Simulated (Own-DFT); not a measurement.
# Computed records: AlN (wurtzite, atoms displaced)

A calculation, not a measurement: plane-wave PBE density functional theory by an unreviewed code, no spin, of a simulated periodic cell, stress positive in tension, free energy of the whole cell less one offset for each atom, forces on such cells moved up to 12 meV/angstrom on a denser k mesh; offsets are fitted by least squares, one for each functional and potential file, so energies compare only between cells with the same atoms and settings and are not formation energies; the far tail of each file's local potential was reset to the Coulomb form; each entry is a single point on an unrelaxed cell, so the pressure reflects the starting lattice, mostly measured values (interpolated for alloys), from which strain is counted, and rises with the displacements; printed positions are rounded, which can move forces by about a meV/angstrom; the program, named Own-DFT, is a retired in-house code; no spin-orbit coupling; before rounding, a Quantum ESPRESSO 7.3.1 run of the same cell and cutoff gave forces within 1 meV/angstrom rms on each cell, which checks the program and not the settings. Program: Own-DFT development build.

Common to all runs: functional PBE; potential files PseudoDojo norm-conserving, scalar-relativistic, standard set; wave cutoff 42 hartree; occupations Fermi-Dirac; smearing width 0.1 eV; k mesh 3 x 3 x 2 centred on Gamma.

(1) 
```cif
# cell vector a (Å): 9.3360 0.0000 0.0000
# cell vector b (Å): -4.6680 8.0852 0.0000
# cell vector c (Å): 0.0000 0.0000 9.9640
data_AlN
_symmetry_space_group_name_H-M 'P 1'
_symmetry_Int_Tables_number 1
_cell_length_a 9.3360
_cell_length_b 9.3360
_cell_length_c 9.9640
_cell_angle_alpha 90.000
_cell_angle_beta 90.000
_cell_angle_gamma 120.000
_cell_volume 752.12
loop_
_atom_site_label
_atom_site_type_symbol
_atom_site_fract_x
_atom_site_fract_y
_atom_site_fract_z
_atom_site_occupancy
Al1 Al 0.11516 0.22169 0.99980 1
Al2 Al 0.22400 0.10934 0.25118 1
N1 N 0.11012 0.22267 0.18604 1
N2 N 0.22163 0.11093 0.44138 1
Al3 Al 0.11342 0.22453 0.50090 1
Al4 Al 0.22377 0.10784 0.74849 1
N3 N 0.11110 0.22098 0.68929 1
N4 N 0.22182 0.11206 0.93964 1
Al5 Al 0.11544 0.55911 0.99926 1
Al6 Al 0.22433 0.44611 0.25091 1
N5 N 0.11536 0.56080 0.19610 1
N6 N 0.22244 0.44428 0.44121 1
Al7 Al 0.11244 0.55724 0.50177 1
Al8 Al 0.22222 0.44345 0.75323 1
N7 N 0.11194 0.55965 0.68914 1
N8 N 0.21991 0.44137 0.93981 1
Al9 Al 0.11250 0.89017 0.99973 1
Al10 Al 0.22509 0.77980 0.25131 1
N9 N 0.10928 0.88948 0.19099 1
N10 N 0.21922 0.76994 0.43947 1
Al11 Al 0.11486 0.89016 0.50335 1
Al12 Al 0.22016 0.77490 0.75351 1
N11 N 0.11368 0.89096 0.69129 1
N12 N 0.22596 0.77889 0.93678 1
Al13 Al 0.44846 0.22476 0.99970 1
Al14 Al 0.55428 0.10697 0.25236 1
N13 N 0.44295 0.22352 0.19083 1
N14 N 0.55407 0.10747 0.43994 1
Al15 Al 0.44515 0.22592 0.50001 1
Al16 Al 0.55573 0.10890 0.74956 1
N15 N 0.44042 0.21846 0.69209 1
N16 N 0.55611 0.10566 0.93965 1
Al17 Al 0.44624 0.55619 0.00070 1
Al18 Al 0.55385 0.44288 0.24965 1
N17 N 0.44457 0.55705 0.18798 1
N18 N 0.55536 0.44069 0.44093 1
Al19 Al 0.44217 0.55109 0.49817 1
Al20 Al 0.55745 0.44574 0.74738 1
N19 N 0.44341 0.55165 0.68892 1
N20 N 0.56007 0.44846 0.93745 1
Al21 Al 0.44271 0.89057 0.00056 1
Al22 Al 0.54969 0.77155 0.24943 1
N21 N 0.44337 0.88458 0.19162 1
N22 N 0.55707 0.77505 0.44200 1
Al23 Al 0.44383 0.88869 0.50284 1
Al24 Al 0.55343 0.77634 0.75141 1
N23 N 0.44426 0.88835 0.69196 1
N24 N 0.55671 0.78150 0.93817 1
Al25 Al 0.77875 0.22097 0.00092 1
Al26 Al 0.88730 0.11317 0.24699 1
N25 N 0.77495 0.21969 0.18901 1
N26 N 0.88972 0.11389 0.43882 1
Al27 Al 0.77564 0.22136 0.49941 1
Al28 Al 0.89352 0.11047 0.74973 1
N27 N 0.77688 0.22046 0.68913 1
N28 N 0.89060 0.11101 0.94318 1
Al29 Al 0.77403 0.55181 0.00304 1
Al30 Al 0.88835 0.44466 0.24783 1
N29 N 0.77810 0.55646 0.19287 1
N30 N 0.88598 0.44234 0.43971 1
Al31 Al 0.77511 0.55244 0.49889 1
Al32 Al 0.89166 0.44622 0.74777 1
N31 N 0.77646 0.55292 0.68770 1
N32 N 0.88752 0.44656 0.94114 1
Al33 Al 0.77658 0.89153 0.00225 1
Al34 Al 0.88994 0.78151 0.24596 1
N33 N 0.78338 0.89133 0.19391 1
N34 N 0.88618 0.77711 0.43633 1
Al35 Al 0.77901 0.88993 0.50126 1
Al36 Al 0.89167 0.78156 0.75030 1
N35 N 0.78008 0.89815 0.68890 1
N36 N 0.88875 0.77749 0.94279 1
_calc_free_energy_of_cell_above_offsets '-34.926'  # eV
_calc_pressure 3.85  # GPa
_calc_stress_xx -2.68  # GPa
_calc_stress_yy -4.08  # GPa
_calc_stress_zz -4.79  # GPa
_calc_stress_yz 0.07  # GPa
_calc_stress_xz 0.15  # GPa
_calc_stress_xy -0.27  # GPa
```

Force:
| element | x (eV/Å) | y (eV/Å) | z (eV/Å) |
| --- | --- | --- | --- |
| Al | -0.738 | -0.103 | -0.073 |
| Al | -1 | 0.288 | -0.223 |
| N | 0.487 | 0.232 | 1.046 |
| N | 0.332 | 0.081 | 0.017 |
| Al | -0.542 | -0.476 | -0.374 |
| Al | -0.683 | 0.677 | 0.384 |
| N | 0.402 | 0.316 | 0.4 |
| N | 0.89 | -0.158 | -0.039 |
| Al | -0.507 | -0.554 | 0.532 |
| Al | -0.432 | -0.536 | -0.213 |
| N | -0.154 | -0.69 | -1.147 |
| N | 0.018 | 0.02 | -0.126 |
| Al | -0.346 | -0.942 | -0.581 |
| Al | -0.043 | -0.057 | -0.883 |
| N | 0.485 | -0.693 | 0.56 |
| N | 0.335 | 0.711 | 0.384 |
| Al | -0.188 | -0.119 | 0.027 |
| Al | -0.704 | -0.125 | 0.072 |
| N | 1.029 | 0.047 | -0.271 |
| N | -0.018 | 1.637 | 0.468 |
| Al | -0.631 | -0.688 | -0.979 |
| Al | 0.283 | 0.702 | -1.063 |
| N | -0.017 | -0.702 | 0.143 |
| N | -0.615 | -0.05 | 1.157 |
| Al | -0.18 | -0.346 | -0.394 |
| Al | -0.154 | 0.356 | -0.461 |
| N | 0.673 | -0.391 | -0.121 |
| N | -0.488 | 0.303 | 0.32 |
| Al | 0.277 | -1.132 | 0.22 |
| Al | 0.019 | 0.25 | -0.041 |
| N | 0.795 | 0.598 | -0.306 |
| N | -0.516 | 1.07 | 0.294 |
| Al | -0.203 | 0.147 | -0.787 |
| Al | 0.272 | 0.368 | 0.133 |
| N | 0.278 | -0.678 | 0.351 |
| N | -0.531 | 0.431 | -0.374 |
| Al | 0.192 | 0.595 | 0.323 |
| Al | -0.03 | -0.456 | 0.103 |
| N | -0.239 | 0.465 | 0.313 |
| N | -0.588 | -0.632 | 0.445 |
| Al | 0.672 | -0.397 | -0.039 |
| Al | 1.069 | 1.15 | 0.592 |
| N | -0.181 | 0.577 | -0.292 |
| N | -0.617 | 0.002 | -0.167 |
| Al | 0.283 | -0.632 | -0.348 |
| Al | 0.423 | 0.197 | -0.736 |
| N | -0.296 | -0.311 | -0.061 |
| N | -0.073 | -0.604 | 0.828 |
| Al | -0.037 | 0.216 | -0.563 |
| Al | 0.686 | -0.088 | 0.543 |
| N | -0.287 | 0.418 | 0.206 |
| N | 0.137 | -0.099 | 0.082 |
| Al | 0.439 | 0.011 | -0.038 |
| Al | -0.919 | 0.736 | 0.367 |
| N | 0.225 | 0.346 | 0.422 |
| N | 0.05 | 0.244 | -0.457 |
| Al | 0.486 | 0.902 | -0.298 |
| Al | 0.258 | 0.012 | 0.422 |
| N | -0.327 | -0.23 | -0.311 |
| N | 0.355 | 0.146 | 0.06 |
| Al | 0.384 | 0.774 | -0.369 |
| Al | -0.486 | -0.541 | 0.23 |
| N | 0.122 | 0.775 | 0.349 |
| N | 0.705 | -0.236 | 0.01 |
| Al | 0.529 | -0.273 | -0.069 |
| Al | 0.266 | -0.588 | 0.811 |
| N | -1.604 | -0.303 | -0.749 |
| N | 0.685 | 0.08 | 0.919 |
| Al | 0.059 | 0.172 | -0.782 |
| Al | -0.549 | -0.492 | -0.066 |
| N | 0.412 | -1.746 | 0.469 |
| N | -0.086 | 0.02 | -0.203 |

(2) 
```cif
# cell vector a (Å): 9.3360 0.0000 0.0000
# cell vector b (Å): -4.6680 8.0852 0.0000
# cell vector c (Å): 0.0000 0.0000 9.9640
data_AlN
_symmetry_space_group_name_H-M 'P 1'
_symmetry_Int_Tables_number 1
_cell_length_a 9.3360
_cell_length_b 9.3360
_cell_length_c 9.9640
_cell_angle_alpha 90.000
_cell_angle_beta 90.000
_cell_angle_gamma 120.000
_cell_volume 752.12
loop_
_atom_site_label
_atom_site_type_symbol
_atom_site_fract_x
_atom_site_fract_y
_atom_site_fract_z
_atom_site_occupancy
Al1 Al 0.11156 0.22267 0.00086 1
Al2 Al 0.22036 0.10898 0.24888 1
N1 N 0.10982 0.21961 0.18633 1
N2 N 0.22519 0.11146 0.44316 1
Al3 Al 0.11296 0.22223 0.49916 1
Al4 Al 0.22317 0.11228 0.75025 1
N3 N 0.11009 0.22069 0.69182 1
N4 N 0.22080 0.11138 0.93897 1
Al5 Al 0.11015 0.55431 0.99895 1
Al6 Al 0.22284 0.44421 0.25229 1
N5 N 0.11070 0.55650 0.19285 1
N6 N 0.22030 0.44421 0.44301 1
Al7 Al 0.11105 0.55577 0.50232 1
Al8 Al 0.21781 0.44050 0.74655 1
N7 N 0.11324 0.55851 0.69044 1
N8 N 0.22276 0.44192 0.94098 1
Al9 Al 0.11183 0.89061 0.99979 1
Al10 Al 0.22322 0.77762 0.24669 1
N9 N 0.11128 0.89002 0.19124 1
N10 N 0.22188 0.77852 0.44116 1
Al11 Al 0.11023 0.88771 0.49799 1
Al12 Al 0.21788 0.77559 0.75020 1
N11 N 0.11145 0.89028 0.68797 1
N12 N 0.22312 0.77856 0.94220 1
Al13 Al 0.44687 0.22368 0.99863 1
Al14 Al 0.55802 0.11060 0.24801 1
N13 N 0.44169 0.21862 0.19125 1
N14 N 0.55715 0.10859 0.44136 1
Al15 Al 0.44161 0.22242 0.49894 1
Al16 Al 0.55473 0.10895 0.75299 1
N15 N 0.44797 0.21741 0.69106 1
N16 N 0.55693 0.11360 0.94349 1
Al17 Al 0.44465 0.55877 0.99771 1
Al18 Al 0.55128 0.44201 0.25021 1
N17 N 0.44997 0.55610 0.19002 1
N18 N 0.55358 0.44186 0.44569 1
Al19 Al 0.44451 0.55792 0.49845 1
Al20 Al 0.55493 0.44156 0.74931 1
N19 N 0.44484 0.55410 0.68960 1
N20 N 0.55760 0.44392 0.94386 1
Al21 Al 0.44310 0.89134 0.99476 1
Al22 Al 0.55767 0.77669 0.24668 1
N21 N 0.44678 0.89108 0.18768 1
N22 N 0.55867 0.77841 0.44198 1
Al23 Al 0.44459 0.88834 0.49958 1
Al24 Al 0.55227 0.77475 0.74875 1
N23 N 0.44564 0.89524 0.69088 1
N24 N 0.55524 0.77463 0.94086 1
Al25 Al 0.77722 0.22074 0.00091 1
Al26 Al 0.88896 0.11127 0.24666 1
N25 N 0.77699 0.22262 0.18994 1
N26 N 0.89342 0.11002 0.44110 1
Al27 Al 0.78289 0.22631 0.49965 1
Al28 Al 0.89063 0.11102 0.74817 1
N27 N 0.77533 0.22324 0.69278 1
N28 N 0.89233 0.11297 0.94376 1
Al29 Al 0.77913 0.55488 0.00074 1
Al30 Al 0.88701 0.44167 0.24955 1
N29 N 0.78043 0.55743 0.19127 1
N30 N 0.89315 0.44698 0.43929 1
Al31 Al 0.77726 0.55138 0.49633 1
Al32 Al 0.88431 0.44088 0.74987 1
N31 N 0.77791 0.55207 0.69417 1
N32 N 0.89047 0.44243 0.94275 1
Al33 Al 0.77770 0.89042 0.99839 1
Al34 Al 0.89186 0.78098 0.24767 1
N33 N 0.77826 0.88922 0.19296 1
N34 N 0.89173 0.78109 0.43794 1
Al35 Al 0.77746 0.89049 0.49855 1
Al36 Al 0.88935 0.78102 0.75147 1
N35 N 0.77798 0.89052 0.69119 1
N36 N 0.89430 0.78438 0.94057 1
_calc_free_energy_of_cell_above_offsets '-35.152'  # eV
_calc_pressure 3.69  # GPa
_calc_stress_xx -3.78  # GPa
_calc_stress_yy -4.76  # GPa
_calc_stress_zz -2.52  # GPa
_calc_stress_yz -0.17  # GPa
_calc_stress_xz -0.41  # GPa
_calc_stress_xy -0.37  # GPa
```

Force:
| element | x (eV/Å) | y (eV/Å) | z (eV/Å) |
| --- | --- | --- | --- |
| Al | 0.284 | -0.016 | -0.509 |
| Al | 0.148 | 0.262 | 0.327 |
| N | 0.102 | 0.543 | 1.159 |
| N | -0.717 | -0.075 | -0.689 |
| Al | 0.11 | -0.242 | 0.248 |
| Al | 0.361 | -0.277 | -0.274 |
| N | 0.148 | 0.119 | -0.492 |
| N | 0.537 | 0.152 | 0.303 |
| Al | 0.427 | 0.025 | 0.363 |
| Al | -0.049 | 0.023 | -0.571 |
| N | 0.378 | -0.419 | -0.442 |
| N | 0.375 | 0.048 | -0.247 |
| Al | 0.012 | 0.528 | -0.48 |
| Al | 0.481 | 0.587 | 0.597 |
| N | -0.344 | -0.81 | 0.274 |
| N | -0.33 | 0.504 | -0.337 |
| Al | 0.204 | 0.202 | 0.105 |
| Al | 0.016 | 0.277 | 0.53 |
| N | 0.317 | -0.136 | -0.343 |
| N | 0.388 | -0.253 | -0.325 |
| Al | 0.106 | 0.185 | 0.21 |
| Al | 0.298 | 0.829 | -0.144 |
| N | -0.17 | -0.182 | 0.457 |
| N | -0.375 | -0.267 | -0.352 |
| Al | -0.668 | -0.183 | 0.386 |
| Al | -0.558 | -0.12 | 0.57 |
| N | 0.188 | 0.372 | -0.087 |
| N | -0.082 | 0.701 | -0.36 |
| Al | 1.251 | -0.583 | 0.456 |
| Al | 0.202 | 0.46 | -0.26 |
| N | -1.164 | 0.653 | 0.05 |
| N | 0.161 | -0.275 | -0.394 |
| Al | 0.425 | -0.985 | 0.3 |
| Al | 1.01 | -0.044 | 0.101 |
| N | -1.146 | -0.162 | 0.107 |
| N | -0.078 | 0.435 | -0.94 |
| Al | 0.271 | -0.263 | 0.325 |
| Al | 0.101 | -0.027 | 0.174 |
| N | -0.351 | -0.189 | 0.137 |
| N | -0.332 | 0.344 | -0.577 |
| Al | 0.646 | -0.323 | 0.713 |
| Al | -0.447 | 0.338 | 0.471 |
| N | 0.103 | -0.547 | -0.01 |
| N | -0.589 | -0.145 | -0.508 |
| Al | -0.101 | 0.212 | 0.048 |
| Al | 0.059 | 0.494 | -0.087 |
| N | 0.219 | -1.531 | 0.278 |
| N | -0.359 | 0.921 | -0.337 |
| Al | 0.296 | 0.223 | -0.188 |
| Al | 0.054 | -0.005 | 0.486 |
| N | 0.367 | -0.083 | 0.148 |
| N | -0.68 | 0.581 | -0.339 |
| Al | -0.33 | -0.809 | 0.098 |
| Al | -0.607 | 0.089 | 0.53 |
| N | 0.832 | -0.385 | -0.334 |
| N | -0.61 | -0.259 | -0.619 |
| Al | 0.023 | 0.423 | -0.126 |
| Al | 0.128 | 0.634 | -0.132 |
| N | -0.385 | -0.367 | 0.174 |
| N | -0.224 | -0.461 | 0.161 |
| Al | -0.203 | 0.951 | 0.654 |
| Al | 0.625 | 0.493 | 0.429 |
| N | -0.414 | 0.798 | -0.688 |
| N | -0.379 | 0.149 | -0.31 |
| Al | 0.233 | -0.071 | 0.336 |
| Al | -0.165 | -0.464 | 0.328 |
| N | 0.01 | 0.1 | -0.742 |
| N | -0.365 | -0.728 | 0.345 |
| Al | 0.64 | -0.232 | 0.223 |
| Al | 0.301 | -0.465 | -0.492 |
| N | -0.198 | -0.314 | -0.088 |
| N | -0.419 | -0.953 | 0.221 |
